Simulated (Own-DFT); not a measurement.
# Stretching a layer in its plane: wurtzite AlGaN with randomly placed atoms, 72 atoms (Al9Ga27N36)

Source: density functional calculations with Own-DFT, an unreviewed in-house program that is no longer used. Nothing was measured or relaxed, and spin and spin-orbit coupling are left out.

All runs used: PBE; PseudoDojo norm-conserving scalar-relativistic files; cutoff 42 hartree; 4 x 4 x 3 k mesh centred on Gamma; Fermi-Dirac smearing of 0.1 eV.

Limits: forces on such cells passed a denser k mesh, each cell not checked; stress not checked against mesh or cutoff.

Unstrained cell vectors in Å: (9.509, 0.000, 0.000); (-4.755, 8.235, 0.000); (0.000, 0.000, 10.268). The unstrained cell has measured lattice constants (interpolated for alloys), not those of this functional. That, the random moves and any unrelaxed bonds set the pressure at no strain. Each run strains x and y alike by e, as a substrate would, and holds the height along z. All atoms carry random offsets, Gaussian with a width of 0.05 Å per axis. The random placing of the alloy's atoms differs from row to row. Stress is positive in tension.

```
e (%)  u (Å)  (s_xx + s_yy)/2 (GPa)  s_zz (GPa)
-3.00  0.049                 -27.56      -11.24
-2.75  0.052                 -24.32      -14.12
-2.50  0.051                 -22.81      -11.82
-1.50  0.052                      ?           ?
-0.75  0.047                 -10.76       -8.92
 0.50  0.053                  -4.94       -8.12
 0.75  0.051                  -3.96       -5.60
 1.00  0.049                  -3.10       -3.28
 1.50  0.047                   0.64       -6.27
 2.50  0.045                   5.27       -4.21
```

## Fit

With e as a fraction, the in-plane stress is -7.5 + 559 e - 2655 e² GPa (errors 17 and 1005, scatter 0.80), and s_zz is -7.7 + 167 e GPa (slope ± 27, scatter 1.56). At e = 0 the first slope is C11 + C12 and the second 2 C13, both with the ions held to the strained lattice and at the cell's own pressure. A free layer would change its height as e changes, and the in-plane slope would drop by 2 C13²/C33 to the biaxial modulus. At fixed height, a misfit of 1 % moves the in-plane stress by about 5.6 GPa and s_zz by 1.7 GPa.

## The run left out

Question: what are the two stresses at e = -1.50 %?

Estimate: -16.4 and -10.2 GPa. The calculation gave -15.22 and -11.79 GPa.
